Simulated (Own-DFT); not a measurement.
Simulation results for In₃GaP₄ (zincblende random alloy, atoms displaced)

All values are calculated (Own-DFT development build). A calculation, not a measurement: plane-wave PBE density functional theory by an unreviewed code, no spin, of a simulated periodic cell, stress positive in tension, free energy of the whole cell less one offset for each atom, forces on such cells passed a denser k mesh, this cell's mesh not checked; offsets are fitted by least squares, one for each functional and potential file, so energies compare only between cells with the same atoms and settings and are not formation energies; the far tail of each file's local potential was reset to the Coulomb form; each entry is a single point on an unrelaxed cell, so the pressure reflects the starting lattice, mostly measured values, from which strain is counted, and rises with the displacements; printed positions are rounded, which can move forces by about a meV/angstrom; the program is a retired in-house code; no spin-orbit coupling; before rounding, a Quantum ESPRESSO 7.3.1 run of the same cell and cutoff gave forces within 1 meV/angstrom rms on each cell, which checks the program and not the settings.

Common to all runs: functional PBE; potential files PseudoDojo norm-conserving, scalar-relativistic, standard set; wave cutoff 42 hartree; occupations Fermi-Dirac; smearing width 0.1 eV; k mesh 3 x 3 x 3 centred on Gamma.

(1) In₃GaP₄ (zincblende random alloy, atoms displaced)

```xyz
64
Lattice="11.5283 0.0000 0.0000 0.0000 11.5283 0.0000 0.0000 0.0000 11.5283" Properties=species:S:1:pos:R:3 In3GaP4
In     0.0281    11.5142    11.4994
In     0.0340     2.8898     2.8933
In     2.8531    11.5245     2.9428
In     2.8725     2.8459     0.0088
P      1.4582     1.4644     1.4548
P      1.4407     4.3866     4.3333
P      4.3292     1.4212     4.3051
P      4.3533     4.2795     1.4567
Ga     0.0231    11.5143     5.7950
Ga    11.5102     2.9156     8.6225
In     2.7910    11.5247     8.6263
Ga     2.9023     2.8804     5.7816
P      1.4134     1.4273     7.1661
P      1.5130     4.3188    10.0543
P      4.3101     1.4583    10.0884
P      4.3159     4.3397     7.1538
In     0.0334     5.7722    11.4942
In     0.0135     8.5796     2.8503
In     2.9139     5.7477     2.8409
Ga     2.9143     8.6408    11.4395
P      1.4005     7.2282     1.4668
P      1.4923    10.0184     4.2934
P      4.2926     7.2210     4.3574
P      4.3455    10.1002     1.4474
Ga    11.4990     5.8110     5.7896
In    11.4763     8.7173     8.6161
In     2.9217     5.7631     8.6355
In     2.8753     8.6603     5.7287
P      1.4774     7.1695     7.2160
P      1.4873    10.0582    10.0839
P      4.3257     7.2179    10.0934
P      4.3351    10.0794     7.2322
In     5.7483     0.0093    11.5249
In     5.7907     2.9031     2.8865
In     8.5951     0.0128     2.9082
In     8.6479     2.8928    11.5136
P      7.1900     1.4622     1.4309
P      7.1598     4.3814     4.3452
P     10.0937     1.4093     4.3207
P     10.1109     4.3211     1.4578
In     5.7627    11.5063     5.7663
Ga     5.6913     2.8993     8.6858
In     8.5831    11.4865     8.6580
In     8.6622     2.8767     5.7504
P      7.2513     1.4464     7.1997
P      7.1792     4.3482    10.0861
P     10.1134     1.4779    10.0248
P     10.0885     4.3427     7.2079
Ga     5.7709     5.7297     0.0456
In     5.8069     8.6347     2.8648
In     8.6632     5.7320     2.9117
Ga     8.6672     8.6356     0.0152
P      7.2029     7.2027     1.5142
P      7.2058    10.0957     4.3019
P     10.0965     7.2242     4.3814
P     10.0520    10.1276     1.4310
In     5.7909     5.7680     5.7305
In     5.7277     8.6644     8.6253
In     8.6619     5.8039     8.6265
In     8.6250     8.6420     5.8551
P      7.1999     7.1990     7.1163
P      7.1839    10.1060    10.0687
P     10.1506     7.1878    10.0806
P     10.0771    10.1284     7.1871
```

Results for In₃GaP₄ (zincblende random alloy, atoms displaced): free energy of cell above offsets -31.566 eV; pressure 3.98 GPa; stress xx -3.96 GPa; stress yy -4.01 GPa; stress zz -3.96 GPa; stress yz 0.23 GPa; stress xz 0.31 GPa; stress xy 0.1 GPa.

Force:
```
element  x (eV/Å)  y (eV/Å)  z (eV/Å)
     In    -0.135     0.297     0.086
     In    -0.122     0.026     0.332
     In     0.237     0.039    -0.678
     In     0.193      0.38    -0.062
      P    -0.215     -0.57     0.033
      P    -0.016    -0.338     1.426
      P    -0.495     0.998     0.937
      P     0.318     0.912    -1.035
     Ga    -0.074    -0.069    -0.564
     Ga     0.228     0.006    -0.034
     In     0.855     0.238    -0.018
     Ga    -0.195      0.04    -0.376
      P    -0.629     1.032    -0.536
      P    -1.156    -0.752    -0.418
      P     0.466     0.223    -1.006
      P     0.232    -1.505     0.311
     In     0.198    -0.457     0.287
     In    -0.842      0.92     0.455
     In    -0.083     0.339     0.203
     Ga    -0.047     0.049     0.799
      P     1.682     0.007    -1.553
      P    -1.683     1.076     0.696
      P      0.51    -0.186    -0.678
      P     -1.03    -0.765    -0.632
     Ga      0.35    -0.187     0.036
     In     0.675    -0.622    -0.018
     In     0.039    -0.016     -0.01
     In     0.155    -0.258     0.904
      P    -1.177     0.086    -0.649
      P     0.153    -0.717     0.701
      P     0.274    -0.338     1.353
      P    -0.643     0.376    -0.403
     In     0.032     0.059    -0.009
     In    -0.002    -0.263     0.303
     In     0.287     0.137    -0.342
     In     0.146     0.028    -0.024
      P     0.191    -0.069    -0.046
      P     0.812    -0.955    -0.318
      P     0.883    -0.483      0.63
      P    -0.036     0.063    -0.312
     In     0.091     0.291     0.167
     Ga     0.349     0.003    -0.389
     In     0.663     0.659    -0.082
     In    -0.004     0.228    -0.084
      P    -1.347       0.7     0.702
      P    -1.168      0.07    -0.116
      P      0.48     0.261     -0.39
      P     1.327    -0.048    -0.172
     Ga     0.012     0.253     -0.07
     In    -0.799     0.188     0.447
     In     0.268     0.264     0.052
     Ga    -0.113    -0.011    -0.078
      P     0.489    -0.434    -2.105
      P     0.048    -0.404     0.559
      P     0.386    -0.656     0.406
      P    -0.304     -0.96    -0.444
     In    -0.866     0.257      0.18
     In     0.594     -0.48     0.166
     In    -0.312    -0.041     0.171
     In     0.376      0.56    -1.103
      P    -0.411    -0.079     1.389
      P     0.549    -1.278     1.099
      P    -1.248     1.074     0.512
      P      0.61     0.803    -0.589
```

(2) In₃GaP₄ (zincblende random alloy, atoms displaced)

```xyz
64
Lattice="11.5283 0.0000 0.0000 0.0000 11.5283 0.0000 0.0000 0.0000 11.5283" Properties=species:S:1:pos:R:3 In3GaP4
In    11.5144    11.5260     0.0176
In    11.5020     2.8378     2.9314
Ga     2.9089    11.5218     2.8666
In     2.8208     2.8583    11.5197
P      1.4241     1.4138     1.4135
P      1.4198     4.3398     4.3414
P      4.3016     1.4390     4.3373
P      4.3505     4.2828     1.4974
Ga    11.5221     0.0086     5.7862
In     0.0131     2.9036     8.6630
In     2.8632     0.0316     8.6514
In     2.8614     2.9222     5.7364
P      1.4315     1.3966     7.2073
P      1.4937     4.3799    10.0743
P      4.3083     1.4043    10.0664
P      4.3187     4.3211     7.1782
Ga    11.4789     5.8478     0.0255
In     0.0454     8.6601     2.8690
Ga     2.8610     5.8137     2.9330
In     2.8675     8.6294    11.5095
P      1.4041     7.2047     1.4167
P      1.4414    10.1013     4.3093
P      4.3531     7.1607     4.3556
P      4.2635    10.0620     1.4480
In    11.4950     5.7160     5.7574
Ga    11.5222     8.6400     8.5680
In     2.9249     5.8121     8.5808
In     2.8760     8.6367     5.7482
P      1.4905     7.2059     7.2168
P      1.4710    10.1082    10.0765
P      4.2712     7.1975    10.0669
P      4.2807    10.0662     7.1855
Ga     5.8325     0.0366     0.0264
In     5.8238     2.8394     2.8496
In     8.6200     0.0013     2.8662
In     8.6625     2.9102     0.0575
P      7.2067     1.4752     1.4496
P      7.2022     4.3597     4.2833
P     10.0581     1.4586     4.3238
P     10.0767     4.3449     1.3828
In     5.7275     0.0009     5.7820
In     5.6850     2.8992     8.6551
Ga     8.6323    11.5165     8.6470
In     8.6262     2.8218     5.7314
P      7.1977     1.4518     7.1632
P      7.1836     4.3358    10.0705
P     10.0675     1.4999    10.1036
P     10.0484     4.3111     7.2227
In     5.7638     5.7670    11.5209
In     5.7342     8.7193     2.8781
In     8.6414     5.7647     2.8353
In     8.6891     8.6437     0.0345
P      7.2281     7.2164     1.3955
P      7.2329    10.0509     4.3157
P     10.1462     7.1649     4.3141
P     10.0824    10.0664     1.4185
Ga     5.7460     5.7101     5.7596
In     5.7635     8.6549     8.6572
In     8.6481     5.7873     8.6373
In     8.6603     8.6449     5.7517
P      7.2017     7.2516     7.2178
P      7.2081    10.0795    10.0672
P     10.0942     7.2216    10.0691
P     10.0585    10.0692     7.1945
```

It finds free energy of cell above offsets -31.590 eV; pressure 3.98 GPa; stress xx -3.96 GPa; stress yy -3.99 GPa; stress zz -3.99 GPa; stress yz -0.01 GPa; stress xz -0.13 GPa; stress xy -0.16 GPa.

Force:
```
element  x (eV/Å)  y (eV/Å)  z (eV/Å)
     In    -0.154    -0.142    -0.614
     In     0.412     0.543    -0.725
     Ga    -0.263      0.19     0.128
     In     0.662     0.377     0.141
      P     0.635     -0.48     1.326
      P     0.652      0.54    -1.146
      P    -0.417    -0.537    -1.037
      P    -1.185     0.954     0.081
     Ga    -0.026    -0.145    -0.127
     In     0.096     0.088    -0.044
     In     0.223    -0.613    -0.278
     In    -0.115    -0.504     0.169
      P    -0.787     0.121    -0.928
      P    -1.031     0.659     0.595
      P     0.835    -0.301     1.244
      P     0.628     0.673    -0.747
     Ga     0.304    -0.454    -0.457
     In     -0.44     -0.01     0.157
     Ga     0.185    -0.435    -0.304
     In    -0.209    -0.006    -0.128
      P      0.39    -1.365     0.185
      P     0.096     1.461     0.135
      P    -0.086     -0.85    -0.291
      P     0.344     1.752    -0.246
     In      0.23     0.316     0.706
     Ga     0.307     0.093     0.473
     In    -0.155    -0.501     0.363
     In    -0.009    -0.005    -0.198
      P     -1.64     0.646    -0.018
      P    -1.244    -0.838    -0.611
      P     0.773      0.17     0.309
      P     0.231     0.187     0.363
     Ga    -0.452    -0.301    -0.313
     In    -0.839      0.38     0.886
     In     0.264    -0.285     0.025
     In    -0.535    -0.014    -0.934
      P    -0.208    -1.253    -1.033
      P    -0.521     0.194     1.011
      P     0.774    -1.398     0.583
      P     1.359     0.678     0.191
     In     0.214    -0.366    -0.192
     In     0.733    -0.246    -0.031
     Ga     0.032     0.324     0.029
     In    -0.129      0.99      0.24
      P     0.272    -0.762     1.327
      P     0.184    -0.272     0.059
      P    -0.562    -1.198    -0.689
      P     0.051     -0.26    -0.264
     In    -0.384    -0.085     0.113
     In     0.281    -0.878     -0.02
     In     0.182     0.322     0.203
     In    -0.327     0.041    -0.685
      P    -0.583     0.232     0.467
      P     -0.35     0.579     0.177
      P    -0.524     0.465    -0.237
      P     0.187     0.398     0.594
     Ga     0.322     0.265     0.056
     In    -0.497     0.048    -0.074
     In    -0.211    -0.105     0.063
     In     0.133    -0.534    -0.274
      P    -0.684    -1.096    -0.916
      P     0.261     1.429     0.481
      P     1.381     0.145    -0.078
      P     0.934      0.98     0.762
```

(3) In₃GaP₄ (zincblende random alloy, atoms displaced)

```xyz
64
Lattice="11.5283 0.0000 0.0000 0.0000 11.5283 0.0000 0.0000 0.0000 11.5283" Properties=species:S:1:pos:R:3 In3GaP4
In     0.0365    11.5056     0.0295
In    11.4957     2.9050     2.8843
In     2.9027    11.4974     2.8309
Ga     2.9069     2.8738    11.5184
P      1.4827     1.4709     1.4368
P      1.4275     4.2943     4.3056
P      4.3403     1.4148     4.2703
P      4.3024     4.2905     1.4389
In    11.4941     0.0121     5.7953
In    11.5265     2.9053     8.5953
Ga     2.8841     0.0091     8.6751
In     2.8689     2.8083     5.7462
P      1.4499     1.4272     7.2309
P      1.4402     4.3250    10.0609
P      4.3648     1.4261    10.0800
P      4.3328     4.3572     7.1865
Ga    11.5252     5.7341    11.5274
In     0.0743     8.6665     2.8947
In     2.8781     5.7929     2.9082
Ga     2.8534     8.6742     0.0416
P      1.4600     7.2257     1.4567
P      1.4449    10.0374     4.3224
P      4.4010     7.1379     4.3417
P      4.2811    10.0563     1.4804
In     0.0388     5.7897     5.7766
In    11.5218     8.6217     8.6453
Ga     2.9077     5.8096     8.6438
In     2.8908     8.5974     5.8071
P      1.4619     7.2154     7.2009
P      1.4795    10.0725    10.0534
P      4.2796     7.1815    10.0996
P      4.3432    10.0850     7.1886
In     5.7924    11.4874     0.0518
In     5.7669     2.9112     2.9290
In     8.6422    11.4924     2.9172
In     8.6625     2.8695     0.0243
P      7.1683     1.4493     1.4157
P      7.1930     4.3187     4.3352
P     10.0516     1.4182     4.3270
P     10.1393     4.3284     1.4771
In     5.7469     0.0121     5.7237
In     5.7246     2.8842     8.6147
In     8.6518     0.0169     8.6074
Ga     8.6971     2.8415     5.7170
P      7.2574     1.3960     7.2292
P      7.1964     4.3150    10.0841
P     10.0839     1.4428    10.0534
P     10.0713     4.3097     7.2592
Ga     5.8063     5.7405     0.0039
In     5.7235     8.6695     2.9039
In     8.6264     5.8040     2.8279
Ga     8.6439     8.6569     0.0235
P      7.2015     7.2337     1.4658
P      7.2346    10.0868     4.2880
P     10.0275     7.1446     4.3422
P     10.0814    10.1128     1.4429
In     5.7457     5.7847     5.7681
In     5.7554     8.6257     8.6158
In     8.6808     5.7779     8.6827
In     8.6758     8.7090     5.7584
P      7.2324     7.2352     7.1710
P      7.2230    10.0107    10.1003
P     10.1440     7.1757    10.0755
P     10.0876    10.0659     7.1984
```

It finds free energy of cell above offsets -31.825 eV; pressure 3.91 GPa; stress xx -3.94 GPa; stress yy -3.93 GPa; stress zz -3.86 GPa; stress yz 0.13 GPa; stress xz -0.47 GPa; stress xy -0.09 GPa.

Force:
```
element  x (eV/Å)  y (eV/Å)  z (eV/Å)
     In    -0.049     0.365    -0.544
     In     0.405    -0.637     0.166
     In    -0.642     0.309     0.616
     Ga    -0.042     0.113    -0.215
      P     0.294     0.596    -0.548
      P     0.223     0.187      0.37
      P    -0.328     0.033     0.206
      P     0.125     0.357    -1.188
     In     0.506    -0.222    -0.249
     In     0.146    -0.317      0.61
     Ga      0.25    -0.074    -0.127
     In     0.277     0.473     0.025
      P     0.625    -0.856     0.576
      P     0.838     0.664     0.778
      P    -1.524    -0.259     0.247
      P    -1.194      0.24     0.584
     Ga      0.36     0.109    -0.009
     In    -1.273    -0.565    -0.115
     In     0.136    -0.398     -0.27
     Ga     0.121    -0.339    -0.377
      P    -0.141    -0.236    -1.603
      P     0.403     0.879     0.605
      P     -0.96     0.899    -0.338
      P    -0.184    -0.746    -1.388
     In    -0.464    -0.543    -0.009
     In     0.292     0.228    -0.025
     Ga    -0.182    -0.349     0.121
     In     0.448     0.295    -0.581
      P     0.469    -0.917     1.039
      P     1.024     0.102     0.302
      P    -0.196    -0.282     0.751
      P    -0.847     0.858     0.711
     In    -0.248    -0.304    -0.511
     In     0.026    -0.135     -0.57
     In    -0.204     0.605    -0.831
     In     0.075     0.182    -0.217
      P     0.458     0.009     0.773
      P     1.181    -0.432     0.693
      P    -0.131     0.821     0.474
      P    -0.083     0.897    -1.247
     In     0.451    -0.066     0.285
     In     0.454     0.047    -0.036
     In     0.191    -0.732     0.861
     Ga    -0.425     0.355     0.486
      P    -0.257     1.333    -1.416
      P    -0.501     0.609     0.684
      P     0.395    -0.133     0.369
      P    -0.589      -0.3    -1.682
     Ga     -0.36     0.017    -0.041
     In     0.304    -0.278     0.025
     In     0.034    -0.644     0.364
     Ga     0.189    -0.186    -0.118
      P    -0.321     0.162    -1.745
      P    -0.633     -0.16     0.456
      P     0.748     0.723    -0.173
      P    -0.404    -1.093    -0.464
     In     0.951    -0.466     0.521
     In    -0.083    -0.241     0.388
     In    -0.675     0.014    -0.214
     In    -0.228    -0.601    -0.265
      P     0.124    -0.278     0.226
      P     0.654    -0.099     0.476
      P     -0.26     0.198     1.932
      P     0.248     0.203     0.399
```
